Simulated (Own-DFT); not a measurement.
# Strain and stress in diamond-structure GeSn with randomly placed atoms, 64 atoms (Ge60Sn4)

All numbers below are calculated, not measured. The program, named Own-DFT, is a retired in-house plane-wave density functional code that no person has reviewed. Each row is one single-point run on a periodic cell that was not relaxed, without spin or spin-orbit coupling.

Settings of every run: PBE; PseudoDojo norm-conserving scalar-relativistic files; cutoff 49 hartree; 3 x 3 x 3 k mesh centred on Gamma; Fermi-Dirac smearing of 0.1 eV.

Known limits: forces on such cells moved up to 12 meV/angstrom on a denser k mesh; stress not checked against mesh or cutoff.

Unstrained cell vectors in Å: (11.420, 0.000, 0.000); (0.000, 11.420, 0.000); (0.000, 0.000, 11.420). The unstrained cell has measured lattice constants (interpolated for alloys), not those of this functional. That, the random moves and any unrelaxed bonds set the pressure at no strain. Each run strains this cell uniformly, with the atoms carried along. Every atom was also moved at random, by a Gaussian of width 0.05 Å on each axis. The random placing of the alloy's atoms differs from row to row. Strain is the symmetric tensor, in per cent. Stress is positive in tension, and the pressure is minus a third of its trace.

| run | e_xx (%) | e_yy (%) | e_zz (%) | s_xx (GPa) | s_yy (GPa) | s_zz (GPa) | P (GPa) | E (meV/atom) |
|---|---|---|---|---|---|---|---|---|
| 1 | -2.50 | -2.50 | 0.00 | -9.74 | -9.81 | -8.04 | 9.20 | 74.9 |
| 2 | -0.25 | -0.25 | 0.00 | -5.24 | -5.30 | -5.05 | 5.20 | 20.5 |
| 3 | 2.75 | 2.75 | 0.00 | -0.64 | -0.71 | -2.10 | 1.15 | 0.0 |
| 4 | -0.50 | -0.50 | 0.00 | -5.65 | -5.68 | -5.39 | 5.57 | 23.0 |
| 5 | 1.00 | 1.00 | 0.00 | -3.32 | -3.16 | -3.75 | 3.41 | 13.7 |
| 6 | 2.25 | 2.25 | 0.00 | -1.35 | -1.32 | -2.69 | 1.79 | 2.1 |
| 7 | -1.75 | -1.75 | 0.00 | -8.03 | -8.19 | -6.81 | 7.67 | 47.4 |
| 8 | -2.00 | -2.00 | 0.00 | -8.90 | -8.73 | -7.52 | 8.39 | 67.8 |
| 9 | 0.25 | 0.25 | 0.00 | ? | ? | ? | ? | ? |

E is the free energy for each atom above the lowest run shown.

## Worked fit

The change of volume is close to e_xx + e_yy + e_zz. A straight line through the runs shown gives P = 5.13 - 76 x (fractional change of volume) GPa, with an error of 3 on the slope and a scatter of 0.28 GPa. The strain isn't the same on all axes, but the crystal is cubic, so the slope still estimates the bulk modulus, averaged over pressures from 1.1 to 9.2 GPa.

## Withheld run

Question: what pressure should run 9 give? Its volume changes by 0.50 %.

The line gives 4.8 GPa. The calculation gave 4.46 GPa.
